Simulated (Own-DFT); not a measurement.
# Energy and forces against displacement in a stack of Si and Ge or SiGe layers, 96 atoms (Ge48Si48)

Calculated results; nothing here was measured. They come from Own-DFT, an in-house plane-wave density functional program, since retired, whose code no person has reviewed. Each row is one single-point run on a periodic cell that was not relaxed, without spin or spin-orbit coupling.

Settings of every run: PBE; PseudoDojo norm-conserving scalar-relativistic files; cutoff 42 hartree; 3 x 3 x 2 k mesh centred on Gamma; Fermi-Dirac smearing of 0.1 eV.

Known limits, some of them of some rows only: some atoms lie very close together; forces on such cells moved up to 12 meV/angstrom on a denser k mesh; stress not checked against mesh or cutoff.

Cell vectors in Å: (10.862, 0.000, 0.000); (0.000, 10.862, 0.000); (0.000, 0.000, 16.293). In each run every atom was moved at random and independently from its ideal site; u is the rms move along one axis. The random placing of the alloy's atoms differs from row to row. E is the free energy for each atom above the fitted value at u = 0, and F the rms of the force components.

| run | u (Å) | E (meV/atom) | F (eV/Å) | largest force (eV/Å) | P (GPa) |
|---|---|---|---|---|---|
| 1 | 0.0303 | 21.3 | 0.615 | 2.24 | 9.20 |
| 2 | 0.0304 | 18.7 | 0.602 | 2.35 | 9.18 |
| 3 | 0.0576 | 77.7 | 1.150 | 4.75 | 9.95 |
| 4 | 0.0626 | 85.8 | 1.158 | 3.67 | 10.00 |
| 5 | 0.0631 | ? | ? | ? | ? |
| 6 | 0.1002 | 197.2 | 1.767 | 6.98 | 11.29 |
| 7 | 0.1052 | 254.1 | 2.522 | 17.74 | 12.24 |
| 8 | 0.1054 | 251.5 | 2.252 | 9.46 | 12.06 |

## Worked fit

For small independent moves the energy grows as E = (3/2) K u², with K the mean stiffness felt by one atom. The runs with u up to 0.11 Å give K = 14.7 ± 0.5 eV/Å², with residuals divided by u² + 0.0006 Å², since the noise grows with the moves. The scatter is 4.2 meV/atom at u = 0.05 Å. The forces follow F = G u with G = 20.3 eV/Å²; no force at u = 0 is resolved. G exceeds K because the moves of its neighbours add to the force on an atom, and stiffness differs between atoms. The pressure follows P = 8.94 + 274 u² GPa: at fixed volume, shortened bonds push harder than stretched ones pull.

## Withheld run

Question: what energy and rms force should run 5 give?

The fit gives 88 ± 7 meV/atom and about 1.28 eV/Å. The calculation gave 90.1 meV/atom and 1.227 eV/Å.
